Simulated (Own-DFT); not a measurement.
# Strain and stress in wurtzite AlGaN with randomly placed atoms, 72 atoms (Al27Ga9N36)

These are calculations, not measurements. The program, named Own-DFT, is a retired in-house plane-wave density functional code that no person has reviewed. Each row is one single-point run on a periodic cell that was not relaxed, without spin or spin-orbit coupling.

Settings of every run: PBE; PseudoDojo norm-conserving scalar-relativistic files (stringent for Ga); cutoff 96 hartree; 4 x 4 x 3 k mesh centred on Gamma; Gaussian smearing of 0.01 eV.

Known limits: forces on such cells passed a denser k mesh, each cell not checked; stress not checked against mesh or cutoff.

Unstrained cell vectors in Å: (9.394, 0.000, 0.000); (-4.697, 8.135, 0.000); (0.000, 0.000, 10.066). The unstrained cell has measured lattice constants (interpolated for alloys), not those of this functional. That, the random moves and any unrelaxed bonds set the pressure at no strain. Each run strains this cell uniformly, with the atoms carried along. Every atom was also moved at random, by a Gaussian of width 0.05 Å on each axis. The random placing of the alloy's atoms differs from row to row. Strain is the symmetric tensor, in per cent. Stress is positive in tension, and the pressure is minus a third of its trace.

| run | e_xx (%) | e_yy (%) | e_zz (%) | s_xx (GPa) | s_yy (GPa) | s_zz (GPa) | P (GPa) | E (meV/atom) |
|---|---|---|---|---|---|---|---|---|
| 1 | -1.25 | -1.25 | 0.00 | -15.81 | -14.80 | -8.57 | 13.06 | 57.6 |
| 2 | -0.75 | -0.75 | 0.00 | -10.47 | -10.45 | -8.85 | 9.92 | 32.1 |
| 3 | 2.25 | 2.25 | 0.00 | 5.79 | 5.40 | -6.52 | -1.56 | 29.2 |
| 4 | 3.00 | 3.00 | 0.00 | 8.19 | 8.83 | -2.62 | -4.80 | 17.3 |
| 5 | 1.00 | 1.00 | 0.00 | -0.21 | -0.77 | -5.48 | 2.15 | 5.0 |
| 6 | -3.00 | -3.00 | 0.00 | -25.88 | -24.78 | -12.34 | 21.00 | 68.3 |
| 7 | 1.25 | 1.25 | 0.00 | 1.37 | 0.19 | -4.35 | 0.93 | 0.0 |
| 8 | -0.25 | -0.25 | 0.00 | -7.29 | -6.74 | -7.51 | 7.18 | 8.4 |
| 9 | -2.00 | -2.00 | 0.00 | ? | ? | ? | ? | ? |

E is the free energy for each atom above the lowest run shown.

## Worked fit

The change of volume is close to e_xx + e_yy + e_zz. A straight line through the runs shown gives P = 7.27 - 214 x (fractional change of volume) GPa, with an error of 10 on the slope and a scatter of 1.03 GPa. The strain isn't the same on all axes and the cell isn't cubic, so the slope belongs to this path and is not the bulk modulus.

## Withheld run

Question: what pressure should run 9 give? Its volume changes by -3.96 %.

The line gives 15.7 GPa. The calculation gave 15.68 GPa.
